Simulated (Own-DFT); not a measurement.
# One host, several defects: zincblende GaAs

Everything here is calculated. The program is Own-DFT (plane waves, in-house, since retired, never reviewed by a person); positions were held fixed, and spin and spin-orbit coupling were off.

Method: PBE; PseudoDojo norm-conserving scalar-relativistic files; cutoff 42 hartree; 3 x 3 x 3 k mesh centred on Gamma; Fermi-Dirac smearing of 0.1 eV.

Caveats (not all hold for every row): not probed for a lower state with spin; forces not confirmed at this smearing and k mesh; stress not checked against mesh or cutoff.

All runs share one cell, with vectors in Å (11.737, 0.000, 0.000); (0.000, 11.737, 0.000); (0.000, 0.000, 10.833) and a volume of 1492.4 Å³, strained against the parent crystal. u is the rms random offset of the atoms per axis. The defect's site can differ from row to row.

| cell | formula | u (Å) | P (GPa) |
|---|---|---|---|
| no defect | As32Ga32 | 0.0297 | 1.24 |
| no defect | As32Ga32 | 0.0488 | 1.56 |
| no defect | As32Ga32 | 0.0568 | 1.66 |
| one Al on a Ga site | AlAs32Ga31 | 0.0279 | 1.24 |
| one Al on a Ga site | AlAs32Ga31 | 0.0313 | ? |
| one Al on a Ga site | AlAs32Ga31 | 0.0492 | 1.53 |
| one Al on a Ga site | AlAs32Ga31 | 0.0554 | 1.65 |
| one As vacancy and one Ga vacancy | As31Ga31 | 0.0312 | 0.97 |
| one As vacancy and one Ga vacancy | As31Ga31 | 0.0320 | 1.00 |
| one As vacancy and one Ga vacancy | As31Ga31 | 0.0484 | 1.12 |
| one P on an As site | As31Ga32P | 0.0284 | 1.02 |
| one P on an As site | As31Ga32P | 0.0317 | 1.06 |
| one P on an As site | As31Ga32P | 0.0335 | 1.10 |
| one In on a Ga site | As32Ga31In | 0.0460 | 2.14 |
| one In on a Ga site | As32Ga31In | 0.0471 | 2.06 |
| one In on a Ga site | As32Ga31In | 0.0511 | 2.21 |

## Analysis

P = P0 + c u² + a shift for each defect gives P0 = 1.12 GPa, c = 169 ± 15 GPa/Å² and a scatter of 0.04 GPa. The shifts, and each times the cell's volume:

- one In on a Ga site: 0.62 ± 0.03 GPa, 5.8 eV
- one Al on a Ga site: 0.00 ± 0.03 GPa, 0.0 eV (not resolved)
- one P on an As site: -0.23 ± 0.04 GPa, -2.1 eV
- one As vacancy and one Ga vacancy: -0.34 ± 0.03 GPa, -3.2 eV

Positive is outwards. The product with the volume (160.2 GPa Å³ to the eV) is nearly free of the cell's size; divided by the bulk modulus at the cell's pressure it gives the volume that the defect adds. The atoms around the defects weren't relaxed, which would change these numbers.

## Test on the hidden row

Asked: what pressure belongs in the blank (one Al on a Ga site, u = 0.0313 Å)?

From the fit: 1.29 ± 0.05 GPa. DFT gave 1.30 GPa.
